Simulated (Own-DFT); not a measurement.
# What a defect does to the pressure of its cell: C40 NbSi2

No measurement is shown. These are fixed-geometry runs of a retired plane-wave code named Own-DFT, which no person has reviewed; spin and spin-orbit coupling are neglected.

Settings: PBE; PseudoDojo norm-conserving scalar-relativistic files; cutoff 42 hartree; 4 x 4 x 5 k mesh centred on Gamma; cold (Marzari-Vanderbilt) smearing of 0.2 eV.

Limits: forces on such cells failed a check on a denser k mesh; stress not checked against mesh or cutoff.

All runs share one cell, with vectors in Å (0.000, 8.324, 0.000); (-9.613, 0.000, 0.000); (0.000, 0.000, 6.586) and a volume of 527.0 Å³. The atoms are randomly displaced, by u rms on each axis. The defect's site can differ from row to row.

```
cell,formula,u (Å),P (GPa)
no defect,Nb12Si24,0.0186,1.46
no defect,Nb12Si24,0.0470,2.58
no defect,Nb12Si24,0.0499,2.58
one Si vacancy,Nb12Si23,0.0289,0.95
one Si vacancy,Nb12Si23,0.0456,1.72
one Si vacancy,Nb12Si23,0.0509,2.05
two Nb vacancies,Nb10Si24,0.0294,-0.02
two Nb vacancies,Nb10Si24,0.0540,0.70
two Nb vacancies,Nb10Si24,0.0552,1.06
two Si on a Nb site each,Nb10Si26,0.0282,1.65
two Si on a Nb site each,Nb10Si26,0.0496,2.30
two Si on a Nb site each,Nb10Si26,0.0536,2.60
two Nb on a Si site each,Nb14Si22,0.0281,?
two Nb on a Si site each,Nb14Si22,0.0299,7.57
two Nb on a Si site each,Nb14Si22,0.0480,8.21
two Nb on a Si site each,Nb14Si22,0.0555,8.13
```

## Working it out

P = P0 + c u² + a shift for each defect gives P0 = 1.44 GPa, c = 455 ± 49 GPa/Å² and a scatter of 0.17 GPa. The shifts, and each times the cell's volume:

- two Nb on a Si site each: 5.58 ± 0.14 GPa, 18.3 eV (9.2 eV for each of its 2 sites)
- two Si on a Nb site each: -0.19 ± 0.14 GPa, -0.6 eV (-0.3 eV for each of its 2 sites) (not resolved)
- one Si vacancy: -0.70 ± 0.14 GPa, -2.3 eV
- two Nb vacancies: -1.89 ± 0.14 GPa, -6.2 eV (-3.1 eV for each of its 2 sites)

A positive shift means that the defect pushes the cell outwards. Shift times volume (160.2 GPa Å³ is 1 eV) depends little on the cell's size, so, taken for each site, it can be compared between cells at like pressure. The atoms around the defects weren't relaxed, which would change these numbers.

## Check

Asked: what pressure belongs in the blank (two Nb on a Si site each, u = 0.0281 Å)?

Estimate: 7.38 ± 0.21 GPa. DFT gave 7.53 GPa.
